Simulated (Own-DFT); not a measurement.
# Computed records: GaN (wurtzite, strained, atoms displaced), SiC (4H silicon carbide, atoms displaced)

Computed with Own-DFT development build. A calculation, not a measurement: plane-wave PBE density functional theory by an unreviewed code, no spin, of a simulated periodic cell, stress positive in tension, free energy of the whole cell less one offset for each atom, forces on such cells passed a denser k mesh, this cell's mesh not checked; offsets are fitted by least squares, one for each functional and potential file, so energies compare only between cells with the same atoms and settings and are not formation energies; the far tail of each file's local potential was reset to the Coulomb form; each entry is a single point on an unrelaxed cell, so the pressure reflects the starting lattice, mostly measured values (interpolated for alloys), from which strain is counted, and rises with the displacements; printed positions are rounded, which can move forces by about a meV/angstrom; the program, named Own-DFT, is a retired in-house code; no spin-orbit coupling.

Settings shared by all entries: functional PBE.

(1) GaN (wurtzite, strained, atoms displaced)

```
GaN
1.0
     12.7560     0.0000     0.0000
     -4.7835     8.2853     0.0000
      0.0000     0.0000    10.3182
Ga N Ga N Ga N Ga N Ga N Ga N Ga N Ga N Ga N Ga N Ga N Ga N Ga N Ga N Ga N Ga N Ga N Ga N Ga N Ga N Ga N Ga N Ga N Ga N
2 2 2 2 2 2 2 2 2 2 2 2 2 2 2 2 2 2 2 2 2 2 2 2 2 2 2 2 2 2 2 2 2 2 2 2 2 2 2 2 2 2 2 2 2 2 2 2
Direct
  0.08909 0.22559 0.99857
  0.16333 0.11304 0.25214
  0.07786 0.21399 0.18436
  0.16727 0.11115 0.44299
  0.08497 0.22250 0.50434
  0.16901 0.12716 0.75447
  0.08015 0.21414 0.69496
  0.17146 0.12124 0.94099
  0.08368 0.55283 0.00288
  0.16523 0.43961 0.23869
  0.07560 0.54896 0.18132
  0.16735 0.43733 0.43142
  0.07619 0.55152 0.50023
  0.17070 0.44733 0.75534
  0.07914 0.55567 0.68801
  0.16926 0.44411 0.93751
  0.08136 0.88628 0.98771
  0.15884 0.77297 0.24556
  0.09429 0.89572 0.18919
  0.16060 0.77075 0.44201
  0.08865 0.90101 0.50501
  0.17286 0.78608 0.74175
  0.07502 0.87728 0.68419
  0.16053 0.77086 0.94123
  0.33704 0.22892 0.98976
  0.41731 0.10482 0.24462
  0.33157 0.22784 0.19495
  0.41791 0.10340 0.43363
  0.33553 0.22938 0.50650
  0.41675 0.10170 0.75481
  0.34055 0.23113 0.69779
  0.42127 0.11367 0.92896
  0.33352 0.55439 0.00279
  0.42136 0.43905 0.25532
  0.33805 0.56517 0.18350
  0.42009 0.45293 0.44298
  0.33295 0.55519 0.49265
  0.41863 0.44912 0.75247
  0.33087 0.55572 0.69223
  0.41581 0.45149 0.94151
  0.33344 0.89094 0.98958
  0.41434 0.77246 0.24692
  0.33069 0.88382 0.17567
  0.41534 0.76939 0.43815
  0.34045 0.89944 0.50032
  0.40991 0.77484 0.74455
  0.33532 0.89975 0.69170
  0.42061 0.77660 0.93964
  0.58146 0.22953 0.00507
  0.66755 0.12175 0.25268
  0.57945 0.23282 0.19260
  0.66213 0.10893 0.44252
  0.58261 0.21998 0.50899
  0.67385 0.12097 0.75471
  0.58081 0.22089 0.68013
  0.66924 0.11418 0.93817
  0.58592 0.55627 0.00391
  0.67084 0.44649 0.25287
  0.58532 0.54684 0.19136
  0.66632 0.43636 0.44459
  0.58366 0.55547 0.50159
  0.66150 0.43419 0.74361
  0.58582 0.54663 0.68616
  0.68089 0.45893 0.93638
  0.58545 0.90058 0.99594
  0.66838 0.78072 0.24790
  0.57837 0.89260 0.19199
  0.66816 0.77831 0.43686
  0.58235 0.88504 0.50303
  0.66771 0.78334 0.74864
  0.57851 0.89136 0.69032
  0.66292 0.77378 0.92927
  0.83219 0.22264 0.99337
  0.91338 0.10023 0.25649
  0.83260 0.21914 0.18880
  0.92364 0.12009 0.44008
  0.82862 0.21725 0.49345
  0.91607 0.10703 0.75102
  0.82806 0.21536 0.69548
  0.92736 0.11862 0.93922
  0.82595 0.55007 0.99248
  0.91166 0.44135 0.24504
  0.83055 0.54754 0.17764
  0.91715 0.44411 0.43679
  0.83176 0.55775 0.50644
  0.92126 0.44749 0.75202
  0.84020 0.55420 0.69310
  0.91050 0.43829 0.93353
  0.83581 0.88983 0.01320
  0.91140 0.77057 0.24688
  0.83893 0.89225 0.18718
  0.91319 0.77502 0.43812
  0.83275 0.88661 0.49599
  0.92135 0.78303 0.75788
  0.83213 0.88232 0.68105
  0.91848 0.78247 0.94090
```

- potential files: PseudoDojo norm-conserving, scalar-relativistic, standard set with the stringent files for Ga
- wave cutoff: 96 hartree
- occupations: Gaussian
- smearing width: 0.01 eV
- k mesh: 3 x 4 x 3 centred on Gamma
- free energy of cell above offsets: -4.346 eV
- pressure: 8.08 GPa
- stress xx: -7.08 GPa
- stress yy: -7.14 GPa
- stress zz: -10.01 GPa
- stress yz: 0.23 GPa
- stress xz: -0.29 GPa
- stress xy: -1.02 GPa

Force:
```
element  x (eV/Å)  y (eV/Å)  z (eV/Å)
     Ga    -0.755    -0.048     0.504
     Ga     0.899    -0.148    -0.124
      N    -0.019     0.533     0.506
      N     0.237     1.093    -0.216
     Ga     0.079     0.491    -0.058
     Ga       1.8    -1.858    -0.227
      N    -0.806     1.823    -1.126
      N     0.628    -1.413    -0.586
     Ga    -0.758    -0.466    -1.645
     Ga    -0.099     0.266     0.984
      N     0.739     0.219     1.501
      N    -0.625     0.582     0.366
     Ga     1.414     0.049    -0.244
     Ga    -1.408    -0.352    -1.121
      N     2.063     0.241     0.129
      N    -0.323     0.439     0.824
     Ga     0.724     1.097     1.977
     Ga     1.707    -0.144     0.856
      N    -2.648    -0.375     -1.01
      N     0.735     1.203    -0.463
     Ga    -0.215    -2.214    -1.236
     Ga    -1.566    -1.538     0.902
      N     1.203     2.123     1.473
      N     0.911      0.81      -1.6
     Ga     0.138    -0.277      1.73
     Ga     -1.68    -0.347     0.342
      N     0.773    -1.088    -1.288
      N    -0.737     2.016     0.376
     Ga     0.573    -0.604    -0.493
     Ga    -0.158     2.899    -1.854
      N    -0.518    -1.271    -0.765
      N    -0.389     0.462     2.699
     Ga     -0.28     1.064    -0.562
     Ga    -1.065      0.93    -0.421
      N     0.173    -2.411     1.093
      N     0.488    -1.143     -0.35
     Ga    -1.016    -0.463     1.055
     Ga     0.403     0.805    -0.048
      N     0.539    -0.194    -1.192
      N     1.625    -0.486    -0.435
     Ga       0.2    -0.939     0.736
     Ga    -0.715     1.341     0.372
      N    -0.055     0.296     1.317
      N    -0.447     1.565     0.022
     Ga     -0.65    -2.564    -0.472
     Ga      1.06     0.402     1.162
      N     0.489    -1.959    -1.261
      N    -1.163     0.315    -0.996
     Ga     1.089     0.241    -0.585
     Ga    -0.035    -0.981    -0.169
      N     1.331    -0.983    -0.879
      N     0.437    -0.218    -0.566
     Ga    -0.204     -0.31    -3.229
     Ga    -1.748    -1.394    -0.798
      N     0.328    -0.842     3.675
      N    -1.259     0.699     0.457
     Ga    -0.296     0.302    -0.799
     Ga      0.13     0.135     0.907
      N    -0.612     1.696     -0.16
      N    -0.438     0.953    -0.748
     Ga     0.728     0.092    -0.243
     Ga     1.421     1.352     0.794
      N    -1.493     1.405     0.486
      N    -5.168    -3.483    -1.527
     Ga     0.419    -1.694      0.74
     Ga    -0.882    -0.307     0.016
      N     1.532     0.453    -0.704
      N     -0.27    -0.125    -0.101
     Ga    -0.228     0.168    -0.442
     Ga     0.194     -0.78    -0.925
      N     0.536    -0.004    -0.011
      N     0.561     0.944     2.467
     Ga     1.271    -0.139     1.053
     Ga    -0.205     2.208    -0.675
      N    -0.129    -0.435    -0.203
      N    -0.709    -1.394     0.208
     Ga      0.31     0.709     1.193
     Ga    -0.604    -0.489     0.036
      N     1.833     1.162    -1.618
      N    -1.466    -1.273     0.089
     Ga     4.359     2.211     1.011
     Ga      0.69    -0.225     0.598
      N    -0.325     0.932     1.084
      N    -1.228    -0.561    -0.307
     Ga     0.849    -0.223    -0.158
     Ga    -0.395    -0.997     -0.43
      N    -1.736     0.241    -0.107
      N     0.819     0.994     1.158
     Ga    -0.603     0.548     -3.85
     Ga     1.809     0.146     0.427
      N    -0.911    -1.243     1.821
      N     0.577     0.343    -0.638
     Ga     0.222     0.547     0.271
     Ga    -1.253    -1.181    -1.277
      N    -0.091     0.589     1.123
      N    -0.664    -0.552     0.402
```

(2) SiC (4H silicon carbide, atoms displaced)

```
SiC
1.0
      6.1654     0.0000     0.0000
     -3.0827     5.3394     0.0000
      0.0000     0.0000    10.0681
Si C Si C Si C Si C Si C Si C Si C Si C
2 2 2 2 2 2 2 2 2 2 2 2 2 2 2 2
Direct
  0.98284 0.99792 0.39444
  0.18980 0.35137 0.15595
  0.00106 0.00862 0.10574
  0.16513 0.34099 0.36178
  0.99488 0.49983 0.40720
  0.18966 0.88089 0.15471
  0.96718 0.47243 0.10259
  0.17921 0.84920 0.35484
  0.48545 0.00736 0.40658
  0.67410 0.33283 0.15334
  0.48133 0.99740 0.08033
  0.65127 0.30468 0.33671
  0.50969 0.48689 0.41121
  0.65824 0.84659 0.15327
  0.50563 0.47391 0.09573
  0.68697 0.84920 0.35611
  0.99849 0.99642 0.90680
  0.82092 0.65296 0.65405
  0.03636 0.00228 0.59956
  0.84427 0.66670 0.84502
  0.99149 0.49056 0.91302
  0.81993 0.20281 0.65196
  0.99175 0.51034 0.58437
  0.84149 0.18716 0.85048
  0.47632 0.98614 0.89717
  0.33525 0.66446 0.67627
  0.50922 0.03495 0.60848
  0.36334 0.69086 0.84840
  0.50473 0.52650 0.90612
  0.36583 0.19216 0.66048
  0.48802 0.48352 0.60371
  0.31977 0.13919 0.84237
```

- potential files: PseudoDojo norm-conserving, scalar-relativistic, standard set
- wave cutoff: 42 hartree
- occupations: Fermi-Dirac
- smearing width: 0.1 eV
- hardware: one NVIDIA H100
- k mesh: 5 x 5 x 3 centred on Gamma
- free energy of cell above offsets: 5.219 eV
- pressure: 11.99 GPa
- stress xx: -16.35 GPa
- stress yy: -13.53 GPa
- stress zz: -6.09 GPa
- stress yz: 0.41 GPa
- stress xz: 0.16 GPa
- stress xy: -0.56 GPa
- wall time: 120 s

Force:
```
element  x (eV/Å)  y (eV/Å)  z (eV/Å)
     Si     6.399     3.527     5.261
     Si    -2.763    -1.147     1.954
      C    -1.305     0.558    -2.209
      C     1.565     0.233    -2.969
     Si     0.234     0.843    -1.616
     Si    -1.087    -4.887     2.647
      C     6.454     4.935     -2.34
      C    -2.592    -2.262    -3.214
     Si     3.543    -1.549     3.211
     Si    -2.475     -3.06     1.452
      C     2.736     0.547     1.012
      C     0.368     3.902      0.68
     Si    -2.209     1.166     -0.18
     Si     1.302    -1.321     1.328
      C     -2.82     4.368    -1.428
      C    -6.773    -4.572    -2.778
     Si    -0.611      0.98    -0.297
     Si     0.666      4.29      0.73
      C    -4.072    -0.433    -1.382
      C    -1.407    -0.417     0.287
     Si    -0.326     1.734     1.349
     Si     6.041    -2.431     2.111
      C       1.4     0.738     2.412
      C      -0.2    -3.026    -1.668
     Si     2.357     5.743     2.117
     Si     -0.92     1.057    -5.427
      C     1.896    -5.064    -3.402
      C    -2.515    -4.833     0.354
     Si     4.108    -4.079     1.302
     Si    -5.031    -5.106     2.248
      C    -0.285     5.713    -1.875
      C    -1.679     3.853     0.329
```

(3) SiC (4H silicon carbide, atoms displaced)

```
SiC
1.0
     12.3308     0.0000     0.0000
     -6.1654    10.6788     0.0000
      0.0000     0.0000    10.0681
Si C Si C Si C Si C Si C Si C Si C Si C Si C Si C Si C Si C Si C Si C Si C Si C Si C Si C Si C Si C Si C Si C Si C Si C Si C Si C Si C Si C Si C Si C Si C Si C
2 2 2 2 2 2 2 2 2 2 2 2 2 2 2 2 2 2 2 2 2 2 2 2 2 2 2 2 2 2 2 2 2 2 2 2 2 2 2 2 2 2 2 2 2 2 2 2 2 2 2 2 2 2 2 2 2 2 2 2 2 2 2 2
Direct
  0.99755 0.99531 0.40308
  0.07962 0.16469 0.15786
  0.99926 0.99847 0.09001
  0.07949 0.16692 0.34331
  0.00111 0.25343 0.40546
  0.08712 0.41851 0.15216
  0.00082 0.24951 0.09234
  0.07875 0.41532 0.33796
  0.00102 0.50155 0.40171
  0.07908 0.66442 0.16011
  0.00576 0.50172 0.09205
  0.08335 0.66538 0.34351
  0.99786 0.75502 0.40882
  0.08067 0.91911 0.15573
  0.99790 0.74446 0.09738
  0.07996 0.91539 0.34851
  0.24285 0.99364 0.40621
  0.32923 0.16372 0.16145
  0.24800 0.99938 0.08910
  0.33658 0.16993 0.34126
  0.24960 0.24433 0.40623
  0.33648 0.41861 0.15953
  0.24860 0.24683 0.08884
  0.33390 0.42205 0.34728
  0.25443 0.50450 0.40898
  0.33181 0.67153 0.15345
  0.24718 0.49934 0.09410
  0.33789 0.67114 0.34071
  0.25006 0.75143 0.40070
  0.32968 0.91542 0.15300
  0.25067 0.74813 0.08422
  0.32857 0.91363 0.33991
  0.50091 0.00094 0.40338
  0.58088 0.16955 0.15660
  0.50254 0.00541 0.09428
  0.58155 0.16219 0.33888
  0.50526 0.25345 0.40736
  0.58040 0.41810 0.15790
  0.49945 0.25330 0.09662
  0.58855 0.42063 0.34246
  0.50137 0.50031 0.40239
  0.58427 0.66476 0.15677
  0.50768 0.50438 0.09164
  0.58636 0.66777 0.34327
  0.49806 0.75226 0.40842
  0.57891 0.91287 0.15506
  0.49989 0.74980 0.09616
  0.58464 0.92432 0.33953
  0.74755 0.99908 0.40723
  0.83745 0.17121 0.15882
  0.75006 0.99860 0.09196
  0.83109 0.16360 0.34128
  0.74656 0.24723 0.40673
  0.83091 0.41438 0.16198
  0.75318 0.24744 0.09369
  0.83195 0.41765 0.34269
  0.74912 0.49807 0.40746
  0.82982 0.66374 0.15340
  0.74852 0.49863 0.09626
  0.83134 0.66518 0.34383
  0.75102 0.75501 0.40945
  0.82889 0.91327 0.15518
  0.74781 0.75070 0.09790
  0.82960 0.91674 0.34587
  0.99724 0.99747 0.90414
  0.91626 0.83357 0.65651
  0.99896 0.99757 0.59441
  0.91766 0.83345 0.84674
  0.99743 0.74670 0.90360
  0.91750 0.58124 0.65914
  0.99379 0.74488 0.59089
  0.91551 0.58349 0.84394
  0.00544 0.50148 0.90545
  0.92072 0.33626 0.65501
  0.99649 0.50233 0.59368
  0.91603 0.33153 0.84009
  0.00225 0.25200 0.90397
  0.92066 0.08481 0.65209
  0.99553 0.24795 0.59498
  0.91599 0.08224 0.84530
  0.74884 0.99902 0.90988
  0.66747 0.83424 0.66106
  0.75257 0.00289 0.59256
  0.66963 0.83646 0.83873
  0.75369 0.75371 0.90570
  0.67205 0.58788 0.66013
  0.74685 0.75054 0.59406
  0.66500 0.58256 0.84540
  0.74649 0.49692 0.90965
  0.66607 0.33554 0.65572
  0.74769 0.49844 0.58947
  0.66444 0.33194 0.84248
  0.75040 0.24966 0.90629
  0.67140 0.08885 0.66239
  0.75094 0.25333 0.59400
  0.66483 0.08360 0.84588
  0.49722 0.00199 0.90446
  0.41677 0.83413 0.65307
  0.50170 0.00054 0.59119
  0.41928 0.83479 0.84651
  0.49805 0.74829 0.90015
  0.41720 0.58264 0.65536
  0.49857 0.75434 0.58759
  0.41494 0.57802 0.84551
  0.49868 0.49674 0.90558
  0.42024 0.33871 0.65406
  0.49579 0.50104 0.59401
  0.41780 0.33537 0.84095
  0.49224 0.24655 0.90854
  0.42065 0.08749 0.65725
  0.50289 0.25130 0.59265
  0.41686 0.08289 0.84368
  0.25229 0.99950 0.90494
  0.16789 0.83318 0.65780
  0.24988 0.99742 0.59556
  0.17072 0.83773 0.84102
  0.25463 0.75326 0.90874
  0.16623 0.58384 0.65497
  0.24731 0.74711 0.59343
  0.16534 0.57988 0.84373
  0.25412 0.50083 0.90614
  0.16721 0.33243 0.65917
  0.24993 0.49751 0.59605
  0.16475 0.33120 0.84626
  0.25022 0.24891 0.90749
  0.16948 0.08593 0.65154
  0.25219 0.25277 0.59416
  0.16721 0.08938 0.84971
```

* potential files: PseudoDojo norm-conserving, scalar-relativistic, standard set
* wave cutoff: 42 hartree
* occupations: Fermi-Dirac
* smearing width: 0.1 eV
* hardware: one NVIDIA H200
* k mesh: 3 x 3 x 3 centred on Gamma
* free energy of cell above offsets: -18.861 eV
* pressure: 3.77 GPa
* stress xx: -2.72 GPa
* stress yy: -3.22 GPa
* stress zz: -5.36 GPa
* stress yz: 0.14 GPa
* stress xz: 0.12 GPa
* stress xy: 0.77 GPa
* wall time: 515.5 s

Force:
```
element  x (eV/Å)  y (eV/Å)  z (eV/Å)
     Si    -1.349     1.364     0.904
     Si     0.534     0.314        -1
      C     -0.85    -0.059     0.981
      C     1.218    -0.561     0.497
     Si    -0.656    -0.752     0.068
     Si    -0.861    -0.872     0.356
      C    -0.092     0.427    -0.028
      C     1.264     0.871     1.191
     Si    -0.522     -0.49      0.76
     Si     1.147     0.055    -1.143
      C    -1.364    -0.528     0.346
      C    -0.567     0.949     0.362
     Si     0.565    -2.461    -0.794
     Si     0.804    -1.301    -0.291
      C    -0.735     1.324    -0.985
      C     0.229     0.519    -1.488
     Si     1.344     1.442     0.286
     Si     0.372      0.55    -1.929
      C     0.028    -0.131     1.201
      C     0.003    -1.221     1.574
     Si    -1.138      1.65    -0.128
     Si    -0.587    -0.281    -0.778
      C    -0.046     0.794     2.053
      C     0.958    -1.511    -0.559
     Si     -1.24     -0.42    -0.626
     Si     1.326    -1.292     0.089
      C      1.77      0.89    -0.275
      C    -1.105    -0.533     0.408
     Si     0.125    -0.745     1.005
     Si     0.681     0.264    -0.312
      C    -1.345     0.798     2.736
      C     0.201     0.799     0.356
     Si    -0.865    -0.369      0.24
     Si     1.271    -0.173    -0.765
      C    -0.779    -1.155    -0.535
      C    -0.601     1.465     1.277
     Si    -0.269    -0.602    -0.784
     Si     1.346    -0.152    -0.323
      C    -0.514    -0.648    -0.343
      C    -1.061     -1.02     0.457
     Si    -0.183     0.598     1.013
     Si    -0.821     1.012     0.245
      C    -1.651    -1.007     0.199
      C    -0.881     0.143     0.526
     Si     1.256     0.534    -1.869
     Si     0.524     1.544    -0.347
      C    -0.014    -0.619    -1.234
      C     0.483    -1.846     0.797
     Si    -0.079      0.62    -0.224
     Si     0.025    -1.464    -0.856
      C    -0.488     0.215     0.853
      C     0.204     0.896      1.16
     Si     0.651     0.288     -0.34
     Si     0.817     0.273     -1.91
      C     -1.54     0.911     0.087
      C     0.351    -0.633     1.065
     Si     0.302      1.23    -0.554
     Si     0.232     0.475     1.037
      C    -0.053    -0.445    -0.341
      C    -0.098     0.666     0.228
     Si     0.281    -1.502     -0.79
     Si     0.368     0.991     0.406
      C     0.748    -0.454    -1.462
      C     0.702     0.144    -0.518
     Si     0.416     1.229     0.203
     Si    -0.081    -0.457     0.104
      C     0.561     0.605    -0.706
      C     0.132    -0.296    -0.756
     Si     0.877     0.776     0.955
     Si    -1.506     0.199    -0.704
      C     0.712     1.158     1.267
      C     0.299     -0.69     0.325
     Si    -1.382    -0.741     0.184
     Si    -1.144    -0.259    -0.033
      C     1.857    -0.578    -0.747
      C     0.086     0.661     0.782
     Si    -0.603    -1.015     0.433
     Si    -1.004    -0.742     1.121
      C     1.468     1.054    -0.751
      C    -0.137     0.165    -0.595
     Si     0.025     0.664    -0.943
     Si    -0.579     0.712    -2.273
      C    -0.226    -0.378     0.575
      C    -0.413     -0.89     1.942
     Si    -0.859    -0.907     0.526
     Si    -0.947    -1.164    -0.981
      C     0.701      0.37     0.536
      C     0.481     0.589     0.259
     Si     0.368     0.157    -0.441
     Si     0.674    -0.091     0.233
      C     0.224     0.612     1.398
      C    -0.261     -0.15     0.759
     Si     -0.12     0.265    -0.014
     Si    -0.137    -0.804    -1.394
      C     0.122    -0.161    -0.015
      C     0.275    -0.126     0.318
     Si     1.409    -0.201       0.9
     Si    -0.562     0.226     0.494
      C    -0.183      0.56     0.484
      C    -0.383    -0.021    -1.087
     Si      0.94      0.19     1.407
     Si    -0.772     0.625     0.053
      C     1.012    -0.926     2.099
      C     0.303     1.284    -0.643
     Si     0.361     0.734     0.078
     Si    -0.049    -0.841      0.09
      C     1.932     0.492    -0.588
      C    -0.291    -0.822     0.449
     Si     1.355     1.036    -0.208
     Si    -0.107    -1.027    -0.753
      C    -0.834      0.23     0.054
      C    -0.618     0.374    -0.122
     Si    -1.516     0.699    -0.324
     Si    -0.579    -0.578    -0.724
      C     0.028     0.815    -0.593
      C    -0.336    -1.309     0.912
     Si    -0.755    -0.967    -2.329
     Si    -0.008    -0.584     0.281
      C     0.319     0.829    -0.577
      C     0.942     1.424    -0.319
     Si    -1.407    -0.854     0.266
     Si    -0.564    -0.145    -0.324
      C    -0.576     0.613      -0.3
      C     0.876     0.803    -0.309
     Si    -0.384     0.906    -0.524
     Si    -0.259    -0.491     1.527
      C     0.197    -0.543    -0.452
      C     0.855    -2.064    -1.714
```
